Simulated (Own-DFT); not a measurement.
# How strain changes the stress of grey tin, 64 atoms (Sn64)

These are calculations, not measurements. They come from Own-DFT, an in-house plane-wave density functional program, since retired, whose code no person has reviewed. Each row is one single-point run on a periodic cell that was not relaxed, without spin or spin-orbit coupling.

Settings of every run: PBE; PseudoDojo norm-conserving scalar-relativistic files; cutoff 42 hartree; 3 x 3 x 3 k mesh centred on Gamma; cold (Marzari-Vanderbilt) smearing of 0.2 eV.

Known limits: forces on such cells moved up to 12 meV/angstrom on a denser k mesh; stress not checked against mesh or cutoff.

Unstrained cell vectors in Å: (12.978, 0.000, 0.000); (0.000, 12.978, 0.000); (0.000, 0.000, 12.978). The unstrained cell has measured lattice constants (interpolated for alloys), not those of this functional. That, the random moves and any unrelaxed bonds set the pressure at no strain. Each run strains this cell uniformly, with the atoms carried along. Every atom was also moved at random, by a Gaussian of width 0.05 Å on each axis. Strain is the symmetric tensor, in per cent. Stress is positive in tension, and the pressure is minus a third of its trace.

```
run  e_xx (%)  e_yy (%)  e_zz (%)  s_xx (GPa)  s_yy (GPa)  s_zz (GPa)  P (GPa)  E (meV/atom)
  1     -1.75     -1.75      0.00       -5.73       -5.83       -5.33     5.63          47.3
  2     -0.25     -0.25      0.00       -3.88       -3.91       -3.88     3.89          15.2
  3     -1.25     -1.25      0.00       -5.14       -5.17       -4.78     5.03          39.2
  4     -1.25     -1.25      0.00       -5.16       -5.14       -4.80     5.03          35.9
  5      1.00      1.00      0.00       -2.57       -2.54       -2.81     2.64           0.0
  6     -0.25     -0.25      0.00       -3.85       -3.84       -3.80     3.83          12.8
  7      0.50      0.50      0.00       -3.11       -3.06       -3.22     3.13           4.7
  8      1.00      1.00      0.00       -2.57       -2.57       -2.81     2.65           0.9
  9     -3.00     -3.00      0.00       -7.58       -7.58       -6.72     7.30          83.5
 10     -3.00     -3.00      0.00       -7.54       -7.55       -6.67     7.25          80.6
 11     -1.75     -1.75      0.00       -5.83       -5.88       -5.24     5.65          49.0
 12      0.50      0.50      0.00       -3.11       -3.04       -3.21     3.12           5.1
 13     -2.25     -2.25      0.00           ?           ?           ?        ?             ?
```

E is the free energy for each atom above the lowest run shown.

## Worked fit

The change of volume is close to e_xx + e_yy + e_zz. A straight line through the runs shown gives P = 3.69 - 58 x (fractional change of volume) GPa, with an error of 1 on the slope and a scatter of 0.12 GPa. The strain isn't the same on all axes, but the crystal is cubic, so the slope still estimates the bulk modulus, averaged over pressures from 2.6 to 7.3 GPa.

## Withheld run

Question: what pressure should run 13 give? Its volume changes by -4.45 %.

The line gives 6.3 GPa. The calculation gave 6.35 GPa.
